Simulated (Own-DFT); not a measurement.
# A layer strained by its substrate: grey tin, 32 atoms (Sn32)

Everything here is calculated. The program is Own-DFT (plane waves, in-house, since retired, never reviewed by a person); positions were held fixed, and spin and spin-orbit coupling were off.

Method: PBE; PseudoDojo norm-conserving scalar-relativistic files; cutoff 42 hartree; 3 x 3 x 5 k mesh centred on Gamma; cold (Marzari-Vanderbilt) smearing of 0.2 eV.

Caveats: forces on such cells failed a check on a denser k mesh; stress not checked against mesh or cutoff.

Unstrained cell vectors in Å: (12.978, 0.000, 0.000); (0.000, 12.978, 0.000); (0.000, 0.000, 6.489). The unstrained cell has measured lattice constants (interpolated for alloys), not those of this functional. That, the random moves and any unrelaxed bonds set the pressure at no strain. Each run strains x and y alike by e, as a substrate would, and holds the height along z. All atoms carry random offsets, Gaussian with a width of 0.05 Å per axis. Stress is positive in tension.

| e (%) | u (Å) | (s_xx + s_yy)/2 (GPa) | s_zz (GPa) |
|---|---|---|---|
| -2.50 | 0.050 | -6.91 | -6.02 |
| -2.00 | 0.053 | ? | ? |
| -1.50 | 0.056 | -5.51 | -5.08 |
| -0.50 | 0.050 | -4.20 | -4.09 |
| 0.25 | 0.048 | -3.25 | -3.39 |
| 1.25 | 0.047 | -2.22 | -2.64 |
| 1.75 | 0.051 | -1.77 | -2.25 |
| 2.25 | 0.054 | -1.39 | -1.99 |
| 2.50 | 0.045 | -1.02 | -1.68 |
| 3.00 | 0.059 | -0.77 | -1.61 |

## Worked fit

With e as a fraction, the in-plane stress is -3.6 + 116 e - 724 e² GPa (errors 1 and 71, scatter 0.06), and s_zz is -3.6 + 85 e - 499 e² GPa (slope ± 2, scatter 0.08). At e = 0 the first slope is C11 + C12 and the second 2 C12, both with the ions held to the strained lattice and at the cell's own pressure. The term in e² is negative: the layer stiffens under compression and softens under tension. A free layer would change its height as e changes, and the in-plane slope would drop by 2 C12²/C11 to the biaxial modulus. At fixed height, a misfit of 1 % moves the in-plane stress by about 1.2 GPa and s_zz by 0.9 GPa.

## Prediction

The question: what are the two stresses at e = -2.00 %?

Estimate: -6.2 and -5.5 GPa. Computed: -6.08 and -5.45 GPa.
